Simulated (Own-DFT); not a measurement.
## Calculated data, Si₃N₄ (beta silicon nitride, atoms displaced)

Computed with Own-DFT development build. A calculation, not a measurement: plane-wave PBE density functional theory by an unreviewed code, no spin, of a simulated periodic cell, stress positive in tension, free energy of the whole cell less one offset for each atom, some atoms lie very close together; forces on such cells passed a denser k mesh, this cell's mesh not checked; offsets are fitted by least squares, one for each functional and potential file, so energies compare only between cells with the same atoms and settings and are not formation energies; the far tail of each file's local potential was reset to the Coulomb form; each entry is a single point on an unrelaxed cell, so the pressure reflects the starting lattice, mostly measured values (interpolated for alloys), from which strain is counted, and rises with the displacements; printed positions are rounded, which can move forces by about a meV/angstrom; the program, named Own-DFT, is a retired in-house code; no spin-orbit coupling; before rounding, a Quantum ESPRESSO 7.3.1 run of the same cell and cutoff gave forces within 1 meV/angstrom rms on each cell, which checks the program and not the settings.

Settings shared by all entries: functional PBE; potential files PseudoDojo norm-conserving, scalar-relativistic, standard set; wave cutoff 42 hartree; occupations Fermi-Dirac; smearing width 0.1 eV; k mesh 3 x 3 x 3 centred on Gamma.

(1) Si₃N₄ (beta silicon nitride, atoms displaced)

```
CELL_PARAMETERS angstrom
7.60600 0.00000 0.00000
-3.80300 6.58700 0.00000
0.00000 0.00000 8.72700
ATOMIC_POSITIONS crystal
Si 0.18764 0.78277 0.11213
Si 0.22771 0.42174 0.05912
Si 0.60765 0.86727 0.07534
Si 0.83032 0.21186 0.26668
Si 0.78185 0.60562 0.26282
Si 0.40075 0.18473 0.24685
N 0.32019 0.00686 0.11564
N 0.02017 0.33179 0.07021
N 0.66570 0.64816 0.08363
N 0.68423 0.97797 0.23831
N 0.04847 0.70527 0.24854
N 0.26387 0.33258 0.23918
N 0.26970 0.63094 0.05854
N 0.63772 0.31271 0.24292
Si 0.18839 0.80079 0.42401
Si 0.21623 0.42458 0.42175
Si 0.61373 0.85644 0.39340
Si 0.87814 0.26045 0.60332
Si 0.79148 0.59836 0.56330
Si 0.36743 0.14908 0.59659
N 0.32905 0.00868 0.41343
N 0.94342 0.29312 0.39873
N 0.66972 0.66530 0.40864
N 0.70174 0.02546 0.58132
N 0.01825 0.70097 0.57085
N 0.29630 0.31389 0.61869
N 0.31840 0.67059 0.41276
N 0.65267 0.33889 0.57868
Si 0.17369 0.78578 0.75634
Si 0.23814 0.42692 0.73402
Si 0.60186 0.81155 0.72673
Si 0.82829 0.23974 0.91032
Si 0.73423 0.54164 0.90590
Si 0.38426 0.15295 0.91147
N 0.33699 0.01090 0.71862
N 0.97118 0.30188 0.75124
N 0.70673 0.68716 0.71106
N 0.63141 0.96821 0.91503
N 0.02624 0.69513 0.92623
N 0.29680 0.30761 0.93715
N 0.31027 0.63574 0.74441
N 0.63938 0.30542 0.88101
```

* free energy of cell above offsets: 34.632 eV
* pressure: 32.36 GPa
* stress xx: -20.58 GPa
* stress yy: -50.48 GPa
* stress zz: -26.02 GPa
* stress yz: 0.04 GPa
* stress xz: 0.82 GPa
* stress xy: -3 GPa

Force:
```tsv
element	x (eV/Å)	y (eV/Å)	z (eV/Å)
Si	0.647	-8.239	-9.186
Si	20.19	-0.932	3.406
Si	0.866	-9.835	-0.198
Si	-8.538	1.861	-17.7
Si	-1.611	-2.468	-4.695
Si	-5.56	0.114	2.622
N	1.35	9.453	-5.291
N	-26.5	-15.34	0.729
N	1.309	1.099	-0.759
N	-0.141	-0.685	-1.298
N	-7.46	-3.51	8.753
N	3.553	-1.404	3.997
N	2.909	14.91	0.586
N	7.272	5.115	0.069
Si	-3.088	-17.78	-1.074
Si	2.81	-3.107	-4.458
Si	-1.793	-4.297	7.922
Si	-11.6	-2.549	-14.91
Si	-11.07	-5.606	0.55
Si	4.119	10	-13.83
N	1.111	19.7	0.555
N	9.92	8.689	18.44
N	2.77	0.511	0.285
N	-0.357	-8.951	-1.322
N	8.985	4.538	2.125
N	-1.25	-0.664	-7.303
N	2.27	3.332	0.671
N	1.83	0.26	0.003
Si	-1.24	-8.657	1.159
Si	0.823	-14.35	6.698
Si	-6.946	5.693	1.281
Si	0.556	-0.781	3.104
Si	-1.175	9.664	1.907
Si	1.125	-1.106	1.74
N	2.126	-4.474	13.05
N	6.552	3.524	10.83
N	5.486	-4.204	3.333
N	1.541	2.868	-5.473
N	-2.087	0.4	-2.357
N	0.504	0.191	-5.216
N	-2.217	19.57	0.083
N	2.01	-2.555	1.171
```

(2) Si₃N₄ (beta silicon nitride, atoms displaced)

```
CELL_PARAMETERS angstrom
7.60600 0.00000 0.00000
-3.80300 6.58700 0.00000
0.00000 0.00000 8.72700
ATOMIC_POSITIONS crystal
Si 0.17540 0.76953 0.10074
Si 0.16611 0.35456 0.08681
Si 0.59728 0.81539 0.05877
Si 0.82256 0.18787 0.25684
Si 0.76528 0.61810 0.27006
Si 0.42145 0.18374 0.26782
N 0.40290 0.06718 0.07767
N 0.98038 0.28341 0.08764
N 0.72095 0.67759 0.06305
N 0.65797 0.00806 0.27924
N 0.05485 0.71395 0.24334
N 0.29286 0.30428 0.24985
N 0.35249 0.68816 0.07348
N 0.68039 0.33893 0.25840
Si 0.17394 0.74574 0.41138
Si 0.21323 0.39051 0.39861
Si 0.60103 0.86114 0.41561
Si 0.80808 0.23152 0.60512
Si 0.77383 0.60272 0.57469
Si 0.39424 0.15130 0.60699
N 0.31830 0.01741 0.42662
N 0.98997 0.33789 0.40840
N 0.63955 0.64717 0.44360
N 0.69944 0.97642 0.59811
N 0.00957 0.68632 0.58618
N 0.34431 0.37654 0.58313
N 0.38512 0.70342 0.43668
N 0.71912 0.36838 0.59092
Si 0.20630 0.83348 0.71171
Si 0.20861 0.38111 0.75430
Si 0.55556 0.81603 0.75215
Si 0.80570 0.21078 0.93927
Si 0.74848 0.59740 0.93236
Si 0.40151 0.16637 0.90463
N 0.35728 0.05414 0.74975
N 0.98492 0.32927 0.75538
N 0.68445 0.66754 0.75610
N 0.63611 0.95304 0.90991
N 0.03829 0.69666 0.90361
N 0.32178 0.33413 0.90054
N 0.32442 0.69402 0.76399
N 0.66041 0.30981 0.92979
```

* free energy of cell above offsets: 39.841 eV
* pressure: 32.93 GPa
* stress xx: -42.59 GPa
* stress yy: -31.03 GPa
* stress zz: -25.17 GPa
* stress yz: 3.03 GPa
* stress xz: 3.69 GPa
* stress xy: -15.51 GPa

Force:
```tsv
element	x (eV/Å)	y (eV/Å)	z (eV/Å)
Si	5.749	4.876	-14.64
Si	47.63	20.5	-1.521
Si	-0.969	-2.113	2.719
Si	6.99	29.11	-1.751
Si	1.759	-3.987	-1.341
Si	2.761	-1.572	-3.235
N	-3.716	-4.675	3.667
N	-41.91	-18.98	0.742
N	-10.07	9.607	23.28
N	-7.423	-21.83	-2.357
N	-7.583	-3.455	8.74
N	-4.29	1.797	-1.685
N	-2.247	-5.022	2.348
N	0.142	2.942	0.646
Si	1.579	0.983	2.863
Si	8.568	4.029	4.674
Si	6.389	0.154	6.28
Si	7.707	-1.339	0.149
Si	-5.639	-0.089	5.311
Si	-1.177	14.98	-19.94
N	0.151	0.99	1.709
N	-5.249	-3.485	0.089
N	4.197	1.962	-5.947
N	-1.487	0.978	-1.317
N	6.783	5.415	-2.633
N	-1.529	-4.366	0.209
N	-12.96	-9.695	-1.089
N	-8.68	-2.244	-0.631
Si	-2.398	-16.06	5.36
Si	5.57	5.196	-2.865
Si	8.626	0.225	-3.033
Si	0.226	1.363	-4.641
Si	13.49	-9.509	-23.17
Si	1.592	4.058	9.584
N	1.784	-4.184	8.669
N	-5.745	-4.559	1.868
N	0.201	0.141	-0.161
N	2.403	5.521	1.085
N	-1.822	1.513	2.421
N	-3.749	-0.017	3.045
N	-4.509	-3.775	-2.218
N	-1.144	4.619	-1.278
```

(3) Si₃N₄ (beta silicon nitride, atoms displaced)

```
CELL_PARAMETERS angstrom
7.60600 0.00000 0.00000
-3.80300 6.58700 0.00000
0.00000 0.00000 8.72700
ATOMIC_POSITIONS crystal
Si 0.15303 0.73489 0.06310
Si 0.22679 0.39164 0.10256
Si 0.64058 0.87368 0.08724
Si 0.83322 0.19255 0.25546
Si 0.78393 0.59772 0.24895
Si 0.40463 0.14709 0.22641
N 0.35399 0.04718 0.08216
N 0.01598 0.28455 0.08858
N 0.69999 0.62953 0.07623
N 0.66756 0.98523 0.25197
N 0.99354 0.66856 0.23189
N 0.30821 0.29728 0.25474
N 0.34174 0.65306 0.06576
N 0.65317 0.34846 0.23658
Si 0.17769 0.77556 0.42915
Si 0.23923 0.37012 0.41015
Si 0.61132 0.83053 0.40461
Si 0.83479 0.23636 0.56918
Si 0.82923 0.59203 0.59283
Si 0.40872 0.19625 0.58750
N 0.34656 0.06727 0.42949
N 0.01545 0.34990 0.45671
N 0.67031 0.65909 0.40243
N 0.66734 0.94746 0.59764
N 0.03378 0.72078 0.58851
N 0.27527 0.33581 0.58101
N 0.35352 0.66050 0.41094
N 0.66232 0.31044 0.56366
Si 0.18871 0.76328 0.75050
Si 0.21905 0.44380 0.76087
Si 0.57411 0.80894 0.74770
Si 0.80938 0.20671 0.90591
Si 0.76546 0.60723 0.93118
Si 0.40839 0.17507 0.90217
N 0.30387 0.00455 0.75996
N 0.98156 0.31722 0.74841
N 0.70559 0.66171 0.74884
N 0.67319 0.97626 0.92052
N 0.98968 0.66865 0.91079
N 0.32155 0.37190 0.92575
N 0.30624 0.70049 0.78078
N 0.68744 0.34312 0.91843
```

* free energy of cell above offsets: 38.482 eV
* pressure: 33.34 GPa
* stress xx: -48.07 GPa
* stress yy: -27.42 GPa
* stress zz: -24.53 GPa
* stress yz: 1.64 GPa
* stress xz: -0.36 GPa
* stress xy: -10.48 GPa

Force:
```tsv
element	x (eV/Å)	y (eV/Å)	z (eV/Å)
Si	1.652	0.928	2.445
Si	17.08	10.07	-0.711
Si	-1.291	-10.32	-1.639
Si	1.99	19.62	-0.776
Si	-16.4	-6.085	2.3
Si	1.934	9.21	14.98
N	-0.84	-10.76	-13.96
N	-20.52	-12.03	-0.117
N	-10.9	7.463	14.89
N	-2.614	-10.17	0.687
N	18.65	8.724	0.677
N	-4.624	2.092	-0.968
N	-1.45	3.479	2.274
N	4.394	-5.455	0.917
Si	3.573	0.967	-4.203
Si	-0.904	5.334	-2.183
Si	-3.581	-1.693	5.309
Si	-1.601	-4.72	6.466
Si	-24.04	-13.75	0.766
Si	-1.778	-0.225	2.337
N	-0.108	-7.443	-4.137
N	-1.227	-1.461	-7.898
N	7.43	-2.001	0.103
N	0.143	4.609	-5.117
N	17.2	11.59	-0.85
N	5.39	-1.039	7.866
N	-4.072	1.163	0.05
N	1.086	4.355	1.461
Si	-43.72	13.33	-6.71
Si	7.146	-2.517	0.974
Si	2.983	-1.267	2.248
Si	1.719	10.7	-0.309
Si	1.47	-6.015	-15.9
Si	-0.371	3.06	3.192
N	-0.211	7.41	-2.061
N	-5.735	-3.768	0.305
N	-1.725	0.451	-0.022
N	-0.206	-5.689	-2.662
N	10.3	4.841	-1.512
N	1.842	-2.785	-3.526
N	44.09	-16.65	6.285
N	-2.155	-3.558	-1.264
```

(4) Si₃N₄ (beta silicon nitride, atoms displaced)

```
CELL_PARAMETERS angstrom
7.60600 0.00000 0.00000
-3.80300 6.58700 0.00000
0.00000 0.00000 8.72700
ATOMIC_POSITIONS crystal
Si 0.17273 0.74488 0.07987
Si 0.25718 0.42314 0.09086
Si 0.59428 0.84687 0.07124
Si 0.79796 0.18371 0.24706
Si 0.74752 0.57079 0.25266
Si 0.40020 0.20373 0.23604
N 0.32586 0.01418 0.09243
N 0.97133 0.27811 0.05514
N 0.69692 0.67869 0.10328
N 0.67929 0.99569 0.23352
N 0.04026 0.68596 0.28207
N 0.31864 0.31858 0.23453
N 0.34255 0.66551 0.07154
N 0.66461 0.35603 0.26283
Si 0.20340 0.78080 0.43271
Si 0.18306 0.37632 0.41091
Si 0.62364 0.86479 0.41794
Si 0.82202 0.22576 0.56835
Si 0.79978 0.60395 0.57212
Si 0.39981 0.19604 0.56565
N 0.31400 0.02098 0.40190
N 0.99609 0.29344 0.40812
N 0.69647 0.68541 0.40498
N 0.64565 0.94302 0.58209
N 0.01778 0.69683 0.56790
N 0.30415 0.30187 0.58727
N 0.32250 0.66684 0.41050
N 0.65280 0.34441 0.56888
Si 0.18409 0.74898 0.74893
Si 0.27198 0.42347 0.73514
Si 0.62187 0.86363 0.72803
Si 0.82353 0.25641 0.91964
Si 0.77467 0.62839 0.93965
Si 0.39618 0.21140 0.91071
N 0.36052 0.02472 0.76179
N 0.93728 0.28098 0.74829
N 0.66671 0.66760 0.72255
N 0.61585 0.92339 0.91989
N 0.03698 0.68713 0.91864
N 0.30644 0.32289 0.91971
N 0.32192 0.63818 0.76031
N 0.69386 0.35502 0.92754
```

* free energy of cell above offsets: 46.734 eV
* pressure: 41.07 GPa
* stress xx: -55.82 GPa
* stress yy: -47.52 GPa
* stress zz: -19.87 GPa
* stress yz: 0.75 GPa
* stress xz: 0.17 GPa
* stress xy: 12.06 GPa

Force:
```tsv
element	x (eV/Å)	y (eV/Å)	z (eV/Å)
Si	-1.761	3.177	4.814
Si	-2.733	-2.904	-3.402
Si	1.404	-7.493	11.55
Si	5.373	44.63	-0.106
Si	2.044	16.47	1.862
Si	27.18	-23.54	1.047
N	-0.276	3.023	-1.393
N	3.155	0.903	7.344
N	-1.128	1.343	-1.943
N	-5.651	-38.63	-0.148
N	-2.676	-1.935	-6.163
N	-28.77	19.4	2.192
N	0.068	-0.319	1.703
N	3.903	-17.03	-0.328
Si	-6.322	-0.482	-3.054
Si	43.69	23.84	0.785
Si	-0.87	-9.789	-7.381
Si	-2.586	2.096	3.811
Si	-15.48	-3.965	0.216
Si	21.81	-17.11	-2.245
N	0.772	6.86	1.92
N	-42.58	-22.84	-0.569
N	1.17	0.31	1.46
N	-1.884	14.21	-13.35
N	13.25	5.589	4.204
N	-23.88	13.85	1.149
N	7.978	-3.48	0.538
N	4.892	-1.052	-0.179
Si	-2.891	2.927	1.093
Si	0.122	-7.468	2.061
Si	-0.194	-10.26	21.03
Si	4.061	-4.121	-3.46
Si	2.431	-2.677	-4.655
Si	26.56	-19.77	-0.435
N	-1.727	0.802	-2.46
N	2.733	0.061	-3.402
N	4.65	-1.121	2.579
N	1.233	9.464	-14.5
N	-2.454	0.149	-1.39
N	-21.91	15.57	-0.012
N	-1.581	7.989	-1.188
N	-11.13	3.332	0.414
```

(5) Si₃N₄ (beta silicon nitride, atoms displaced)

```
CELL_PARAMETERS angstrom
7.60600 0.00000 0.00000
-3.80300 6.58700 0.00000
0.00000 0.00000 8.72700
ATOMIC_POSITIONS crystal
Si 0.19921 0.79497 0.07682
Si 0.22269 0.44182 0.06473
Si 0.53093 0.82154 0.05742
Si 0.80477 0.23284 0.25737
Si 0.71994 0.57188 0.22784
Si 0.40267 0.15898 0.24729
N 0.35917 0.05301 0.08800
N 0.92564 0.25963 0.10356
N 0.68895 0.64841 0.08952
N 0.68974 0.95206 0.25073
N 0.05181 0.70396 0.24344
N 0.26889 0.28543 0.26231
N 0.26680 0.63527 0.08744
N 0.64342 0.32450 0.26324
Si 0.15614 0.76979 0.40188
Si 0.22183 0.39170 0.40073
Si 0.61302 0.81688 0.41461
Si 0.80746 0.25218 0.59162
Si 0.77140 0.63964 0.56190
Si 0.37259 0.15465 0.57543
N 0.35427 0.05447 0.41790
N 0.99672 0.34020 0.40992
N 0.67868 0.67551 0.40017
N 0.66335 0.96874 0.61849
N 0.05410 0.71337 0.59164
N 0.28718 0.34427 0.58568
N 0.36488 0.67181 0.41840
N 0.66388 0.33014 0.57493
Si 0.16450 0.76510 0.75025
Si 0.20907 0.38060 0.76370
Si 0.54465 0.78538 0.75816
Si 0.82734 0.22654 0.91067
Si 0.77247 0.60229 0.93921
Si 0.40210 0.18679 0.90839
N 0.31685 0.01782 0.77692
N 0.96348 0.24822 0.74708
N 0.71374 0.69857 0.71342
N 0.67506 0.01775 0.91303
N 0.01109 0.63920 0.91589
N 0.28384 0.33102 0.89930
N 0.35829 0.66076 0.74556
N 0.63650 0.31791 0.92230
```

- free energy of cell above offsets: 38.849 eV
- pressure: 34.05 GPa
- stress xx: -39.29 GPa
- stress yy: -34.79 GPa
- stress zz: -28.07 GPa
- stress yz: -3.67 GPa
- stress xz: -3.91 GPa
- stress xy: -0.2 GPa

Force:
```tsv
element	x (eV/Å)	y (eV/Å)	z (eV/Å)
Si	-9.728	1.539	0.84
Si	5.74	-28.59	0.131
Si	5.715	5.085	2.876
Si	2.097	-1.75	3.797
Si	7.407	-4.268	15.96
Si	-3.452	3.805	4.439
N	-0.702	-5.751	-5.934
N	5.042	4.575	-7.745
N	-9.34	7.315	-11.4
N	-3.039	2.196	-2.27
N	-5.387	-1.026	-4.458
N	1.305	0.922	-5.875
N	2.497	19.55	1.93
N	2.142	2.754	-0.773
Si	7.281	1.282	6.551
Si	3.119	5.032	4.746
Si	-15.46	13.59	3.507
Si	10.27	-6.08	-0.443
Si	5.452	-5.755	-0.838
Si	0.423	6.2	6.296
N	-0.637	-7.805	-3.1
N	-9.636	-3.764	1.15
N	16.82	-12.47	-2.25
N	-0.53	1.596	-5.44
N	-4.425	-1.333	-6.787
N	3.059	-3.416	-0.254
N	-5.569	-1.914	-1.18
N	-9.623	4.949	-0.192
Si	2.694	-0.308	3.72
Si	-4.353	4.757	-14.47
Si	32.43	30.11	0.037
Si	1.312	13.42	2.7
Si	1.406	-4.464	-8.113
Si	-2.228	-0.588	2.641
N	-0.926	-1.525	-4.732
N	-3.4	2.098	0.647
N	-1.932	0.319	9.811
N	-4.962	-22.84	1.487
N	1.243	4.048	0.236
N	6.395	-1.929	13.78
N	-34.09	-26.61	-0.495
N	5.575	7.035	-0.531
```

(6) Si₃N₄ (beta silicon nitride, atoms displaced)

```
CELL_PARAMETERS angstrom
7.60600 0.00000 0.00000
-3.80300 6.58700 0.00000
0.00000 0.00000 8.72700
ATOMIC_POSITIONS crystal
Si 0.18029 0.77137 0.05195
Si 0.22539 0.40284 0.08093
Si 0.61244 0.84321 0.08939
Si 0.82676 0.22276 0.25694
Si 0.74619 0.59575 0.24946
Si 0.40245 0.15289 0.23255
N 0.34350 0.02500 0.06395
N 0.97586 0.30633 0.08663
N 0.70767 0.65936 0.08045
N 0.67854 0.95816 0.26937
N 0.04040 0.72317 0.25531
N 0.32615 0.35040 0.23748
N 0.32835 0.65546 0.09472
N 0.69694 0.30703 0.25093
Si 0.24099 0.81401 0.42867
Si 0.25606 0.40263 0.40053
Si 0.61551 0.82444 0.42838
Si 0.86416 0.27062 0.58545
Si 0.74179 0.57120 0.58725
Si 0.41786 0.17267 0.59875
N 0.27541 0.99179 0.43006
N 0.94592 0.29520 0.39241
N 0.67122 0.65927 0.42938
N 0.69041 0.01451 0.60540
N 0.04606 0.72601 0.60234
N 0.29338 0.34611 0.59151
N 0.32185 0.64806 0.38774
N 0.69268 0.37152 0.58507
Si 0.14670 0.74216 0.77169
Si 0.24948 0.43058 0.76373
Si 0.61758 0.85212 0.71793
Si 0.82625 0.21037 0.91912
Si 0.80136 0.60876 0.90485
Si 0.41856 0.17683 0.91318
N 0.35619 0.03807 0.75205
N 0.00162 0.33701 0.75620
N 0.70867 0.64860 0.74959
N 0.67301 0.96700 0.90613
N 0.05194 0.74164 0.92662
N 0.25032 0.29848 0.91995
N 0.31889 0.65159 0.71651
N 0.66840 0.30767 0.91908
```

- free energy of cell above offsets: 31.123 eV
- pressure: 28.29 GPa
- stress xx: -16.65 GPa
- stress yy: -42.02 GPa
- stress zz: -26.21 GPa
- stress yz: 1.31 GPa
- stress xz: -8.04 GPa
- stress xy: 14.67 GPa

Force:
```tsv
element	x (eV/Å)	y (eV/Å)	z (eV/Å)
Si	9.477	0.735	20.9
Si	0.271	0.476	0.234
Si	-0.611	-4.133	-1.213
Si	7.111	-8.134	-11.15
Si	7.603	-0.972	2.423
Si	1.031	1.824	2.284
N	0.214	-0.056	2.228
N	-1.802	-2.446	-0.298
N	-2.578	1.891	-3.1
N	0.112	0.948	-3.61
N	-1.016	-0.46	-1.69
N	3.638	-3.624	-0.364
N	0.472	3.651	-2.72
N	-21.81	6.259	-0.996
Si	7.72	-47.02	-1.565
Si	-4.059	0.158	4.418
Si	-7.847	3.662	-0.548
Si	-0.779	1.589	-1.701
Si	-0.418	20.28	-2.341
Si	-2.572	2.409	-3.331
N	-10.15	47.66	-0.373
N	11.38	5.627	15.97
N	6.631	-5.239	-0.405
N	0.462	4.987	-10.29
N	-2.369	-2.192	-2.291
N	4.07	-2.826	-2.361
N	2.134	4.393	2.326
N	5.286	-23.47	-0.912
Si	6.605	2.975	-10.75
Si	2.287	-5.634	-0.964
Si	-1.044	-11.18	12.79
Si	1.372	4.743	-0.154
Si	-3.479	-4.502	4.408
Si	-2.519	1.249	-1.269
N	-0.543	-2.901	1.915
N	-5.033	-2.615	0.452
N	-5.319	4.086	1.061
N	0.736	-3.555	1.046
N	-11.67	-3.551	-8.277
N	5.14	-0.509	-0.719
N	1.154	9.719	1.283
N	0.713	5.703	-0.354
```

(7) Si₃N₄ (beta silicon nitride, atoms displaced)

```
CELL_PARAMETERS angstrom
7.60600 0.00000 0.00000
-3.80300 6.58700 0.00000
0.00000 0.00000 8.72700
ATOMIC_POSITIONS crystal
Si 0.16309 0.75228 0.08122
Si 0.23504 0.40389 0.07053
Si 0.58151 0.78694 0.09244
Si 0.83687 0.21731 0.25720
Si 0.76136 0.59123 0.25396
Si 0.40103 0.16417 0.25437
N 0.36993 0.04274 0.07500
N 0.96431 0.31740 0.06967
N 0.68457 0.63228 0.08575
N 0.68596 0.92116 0.25535
N 0.02640 0.70073 0.24940
N 0.29786 0.31284 0.25812
N 0.38669 0.69485 0.06727
N 0.65525 0.33903 0.23718
Si 0.14277 0.76191 0.43337
Si 0.25215 0.39907 0.44871
Si 0.59855 0.81562 0.42179
Si 0.83521 0.25514 0.56337
Si 0.77582 0.64214 0.58795
Si 0.38783 0.15458 0.55630
N 0.35999 0.04954 0.42187
N 0.98190 0.31887 0.39890
N 0.68721 0.66498 0.42115
N 0.72470 0.94620 0.59707
N 0.98068 0.67416 0.59791
N 0.31724 0.33580 0.56276
N 0.30157 0.67258 0.39826
N 0.68851 0.35816 0.58563
Si 0.14426 0.75086 0.74288
Si 0.22716 0.41606 0.73794
Si 0.61069 0.83501 0.78714
Si 0.84690 0.24277 0.91942
Si 0.76513 0.61835 0.90298
Si 0.42636 0.17576 0.89914
N 0.34113 0.04380 0.75053
N 0.95426 0.30474 0.72956
N 0.72286 0.67656 0.74973
N 0.68242 0.99109 0.89434
N 0.03640 0.71459 0.91306
N 0.32630 0.37439 0.91110
N 0.32048 0.70000 0.74933
N 0.68436 0.35687 0.93395
```

* free energy of cell above offsets: 29.891 eV
* pressure: 27.11 GPa
* stress xx: -29.19 GPa
* stress yy: -12.49 GPa
* stress zz: -39.64 GPa
* stress yz: -10.21 GPa
* stress xz: -10.32 GPa
* stress xy: -0.37 GPa

Force:
```tsv
element	x (eV/Å)	y (eV/Å)	z (eV/Å)
Si	2.899	3.87	-0.44
Si	-0.094	1.003	4.556
Si	25.29	15.52	4.687
Si	-4.516	-1.432	-5.237
Si	1.073	-1.388	0.343
Si	1.963	1.977	-5.293
N	-2.308	-3.095	1.023
N	6.303	2.014	7.661
N	-1.786	3.47	-2.296
N	-0.296	6.839	-2.215
N	-1.023	0.731	1.212
N	-3.607	2.014	-0.783
N	-30.64	-17.47	-3.949
N	3.925	-3.006	2.225
Si	1.923	-0.03	-2.519
Si	-19.56	11.42	-30.3
Si	-4.73	2.041	3.373
Si	-1.67	-2.97	0.561
Si	-8.679	-7.526	-5.627
Si	2.746	12.6	21.88
N	0.581	-14.08	-14.85
N	2.568	0.488	4.741
N	2.769	-3.202	-1.795
N	-2.816	1.694	-2.207
N	14.77	5.749	-2.881
N	13.72	-8.418	25.34
N	5.417	-1.381	2.515
N	-4.141	-2.075	-1.188
Si	-0.45	4.708	2.163
Si	-0.709	1.029	2.077
Si	-1.753	-10.82	-16.97
Si	-7.094	-0.821	-7.683
Si	6.886	-6.76	10.07
Si	0.912	4.337	5.674
N	-2.284	-3.639	-6.828
N	5.205	2.26	3.271
N	-8.946	3.649	1.211
N	0.778	10.44	14.65
N	-2.443	-0.841	1.584
N	1.295	-2.722	-4.149
N	8.187	-4.524	-0.729
N	0.345	-1.661	-2.869
```

(8) Si₃N₄ (beta silicon nitride, atoms displaced)

```
CELL_PARAMETERS angstrom
7.60600 0.00000 0.00000
-3.80300 6.58700 0.00000
0.00000 0.00000 8.72700
ATOMIC_POSITIONS crystal
Si 0.14188 0.79136 0.07163
Si 0.22496 0.38983 0.08042
Si 0.59621 0.83481 0.06318
Si 0.81914 0.22169 0.21236
Si 0.79145 0.57073 0.26012
Si 0.38614 0.17834 0.26307
N 0.36004 0.02635 0.09771
N 0.92901 0.27056 0.06875
N 0.71191 0.70601 0.09254
N 0.65108 0.94825 0.23530
N 0.06860 0.74138 0.24473
N 0.30991 0.34764 0.28376
N 0.33671 0.66543 0.07339
N 0.64002 0.33094 0.27990
Si 0.18190 0.78482 0.39303
Si 0.23323 0.42790 0.39809
Si 0.62262 0.83742 0.40721
Si 0.80921 0.23133 0.55632
Si 0.76174 0.57213 0.56354
Si 0.39816 0.14727 0.58125
N 0.33241 0.03097 0.39582
N 0.94489 0.26862 0.41309
N 0.73374 0.68398 0.43819
N 0.70137 0.98312 0.59020
N 0.01677 0.70293 0.59387
N 0.28852 0.31207 0.56301
N 0.32940 0.67847 0.39638
N 0.67426 0.34151 0.59900
Si 0.13764 0.72755 0.77276
Si 0.17641 0.36015 0.71211
Si 0.61627 0.82566 0.75185
Si 0.83297 0.24796 0.92758
Si 0.72081 0.58694 0.90811
Si 0.38288 0.14665 0.93478
N 0.34960 0.03511 0.74205
N 0.00356 0.30496 0.75205
N 0.68962 0.64006 0.73287
N 0.62260 0.93686 0.94650
N 0.04406 0.65493 0.94593
N 0.30841 0.34011 0.95562
N 0.31992 0.67686 0.75995
N 0.66406 0.36460 0.94522
```

* free energy of cell above offsets: 44.598 eV
* pressure: 38.38 GPa
* stress xx: -32.42 GPa
* stress yy: -25.64 GPa
* stress zz: -57.07 GPa
* stress yz: 12.83 GPa
* stress xz: 4.72 GPa
* stress xy: 0.41 GPa

Force:
```tsv
element	x (eV/Å)	y (eV/Å)	z (eV/Å)
Si	8.763	6.122	8.047
Si	-8.385	9.542	12.34
Si	2.582	-26.86	37.85
Si	-7.076	-5.56	16.15
Si	-4.048	6.473	-1.494
Si	0.687	3.562	-5.899
N	-2.643	0.276	0.289
N	15.28	5.842	6.2
N	6.081	-3.999	-1.482
N	0.791	5.226	2.347
N	-9.027	-6.055	-3.347
N	5.669	-5.443	-13.58
N	-2.041	-3.006	1.41
N	4.704	-1.283	-2.023
Si	3.995	-0.57	10.67
Si	-7.621	2.021	11.08
Si	-1.221	-1.631	1.19
Si	-0.518	-0.486	5.26
Si	3.913	1.164	9.27
Si	-1.472	4.126	-2.428
N	0.912	-2.398	8.586
N	3.643	3.559	-7.369
N	-5.88	4.561	-11.97
N	-0.849	-2.5	-0.832
N	2.37	0.264	-1.317
N	-0.141	0.139	1.165
N	2.353	0.51	1.745
N	-0.699	-6.944	-0.322
Si	1.75	2.765	-4.744
Si	46.38	19.61	-11.24
Si	-5.55	-1.638	0.227
Si	-10.23	-1.905	-17.86
Si	0.498	3.357	3.952
Si	0.837	5.753	-4.145
N	-1.737	-2.639	6.399
N	-48.55	-17.43	15.07
N	-2.866	3.151	1.281
N	-3.458	28.76	-42.41
N	-7.144	-6.7	-10.86
N	10.17	-7.904	-14.31
N	6.269	-2.551	-2.613
N	3.505	-9.286	-0.27
```
